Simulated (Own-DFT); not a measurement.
# How strain changes the stress of wurtzite GaN, 72 atoms (Ga36N36)

Everything here is calculated. The program is Own-DFT (plane waves, in-house, since retired, never reviewed by a person); positions were held fixed, and spin and spin-orbit coupling were off.

All runs used: PBE; PseudoDojo norm-conserving scalar-relativistic files (stringent for Ga); cutoff 96 hartree; 4 x 4 x 3 k mesh centred on Gamma; Gaussian smearing of 0.01 eV.

Keep in mind: forces not confirmed at this smearing and k mesh; stress not checked against mesh or cutoff.

Unstrained cell vectors in Å: (9.567, 0.000, 0.000); (-4.784, 8.285, 0.000); (0.000, 0.000, 10.370). The unstrained cell has measured lattice constants (interpolated for alloys), not those of this functional. That, the random moves and any unrelaxed bonds set the pressure at no strain. Each run strains this cell uniformly, with the atoms carried along. All atoms carry random offsets, Gaussian with a width of 0.05 Å per axis. Strains are tensor components in per cent; tension counts as positive stress, and P is minus the mean normal stress.

```
run  e_xx (%)  e_yy (%)  e_zz (%)  e_yz (%)  e_xz (%)  e_xy (%)  s_xx (GPa)  s_yy (GPa)  s_zz (GPa)  s_yz (GPa)  s_xz (GPa)  s_xy (GPa)  P (GPa)  E (meV/atom)
  1     -0.31      1.37      0.40     -0.13      0.04      1.77       -6.29       -2.59       -3.83       -0.98        0.41        5.01     4.24           8.4
  2      0.25     -0.54      1.49     -0.90      0.81      1.65       -5.65       -7.90       -1.39       -1.89        1.96        4.38     4.98          13.2
  3     -0.71      1.36     -1.41     -1.12     -0.30     -1.11       -9.26       -2.87      -13.96       -2.19        0.07       -2.81     8.69          18.3
  4      1.29     -1.26     -0.58     -0.73     -0.38      0.00       -3.40      -11.03      -10.01       -2.44       -0.63       -0.22     8.15           7.8
  5      0.44      1.67     -1.36      1.42     -1.47      0.34       -4.51       -1.73      -12.11        3.11       -2.98        0.13     6.12          23.1
  6     -0.94      0.14     -0.28     -0.38     -1.24      1.86      -12.51       -8.25       -8.94       -1.28       -2.69        6.17     9.90          40.0
  7     -1.02     -0.35      1.39      0.81      1.03      1.91      -11.63       -8.53       -1.89        1.45        1.78        6.33     7.35          20.5
  8     -0.82     -0.04     -0.50      0.65      0.42      1.09      -11.17       -7.12      -10.41        2.01        0.61        1.59     9.57          10.2
  9     -0.21     -0.24      1.30      1.83      0.60      0.33       -7.08       -6.36       -2.86        3.17        1.35        1.58     5.43          12.2
 10      0.82      1.35      0.39     -0.03      0.88      1.73       -1.41       -0.37       -5.09        0.48        1.24        5.42     2.29           0.0
 11      0.91     -1.29      1.43      0.89     -1.96      0.98       -3.26      -10.87       -1.79        1.08       -3.44        3.90     5.31          22.3
 12      0.47      0.65     -1.29     -0.30     -0.31      1.31       -3.92       -4.53      -14.94       -0.87       -0.27        4.85     7.80          18.3
 13      0.44      0.42     -1.19     -0.40      0.66      1.30       -6.02       -5.55      -10.72       -1.11        1.92        4.17     7.43           5.0
 14     -0.80      0.90      0.30      0.72      0.80      0.15       -9.66       -4.30       -4.91        1.84        0.28        0.90     6.29           9.4
 15     -1.95      0.73      1.62     -1.99      0.37     -1.81           ?           ?           ?           ?           ?           ?        ?             ?
```

E is the free energy per atom, counted from the lowest run shown.

## Fit

Each stress component was fitted by least squares to a constant and the strains of the runs shown, as fractions, with shears doubled. Shear strains stay in the fit of a normal stress only where such slopes are resolved. The slopes, in GPa:

```
stress  at no strain  per e_xx  per e_yy  per e_zz  scatter
  s_xx          -7.2  476 ± 23  133 ± 21   75 ± 18     0.60
  s_yy          -6.9   81 ± 26  371 ± 24   52 ± 20     0.68
  s_zz          -7.6   33 ± 42   71 ± 38  451 ± 33     1.10
```

The slope of each shear stress on twice its own strain, from a fit on all six strains: yz 108 ± 9, xz 93 ± 10, xy 145 ± 17 GPa. These are stiffnesses along x, y and z of the frame in which the cell vectors are given, with the crystal's c axis along z: C11, C12, C13 and C33. Hexagonal symmetry asks that xx and yy behave alike, which is a second check on the noise. No internal relaxation is included, and where it is allowed it would reduce some of the slopes. Symmetry asks for nearly equal slopes across the diagonal; the mismatch is a measure of noise. A ninth of the table's sum, 194 ± 7 GPa, estimates the bulk modulus near the mean pressure of these runs, 6.7 GPa, so it lies above the value at zero pressure.

## The run left out

Asked: what normal stresses and pressure should run 15 give?

From the fit: s_xx = -14.3, s_yy = -5.0, s_zz = -0.4 and P = 6.5 GPa. The calculation gave -14.56, -4.89, -1.81 and P = 7.09 GPa.
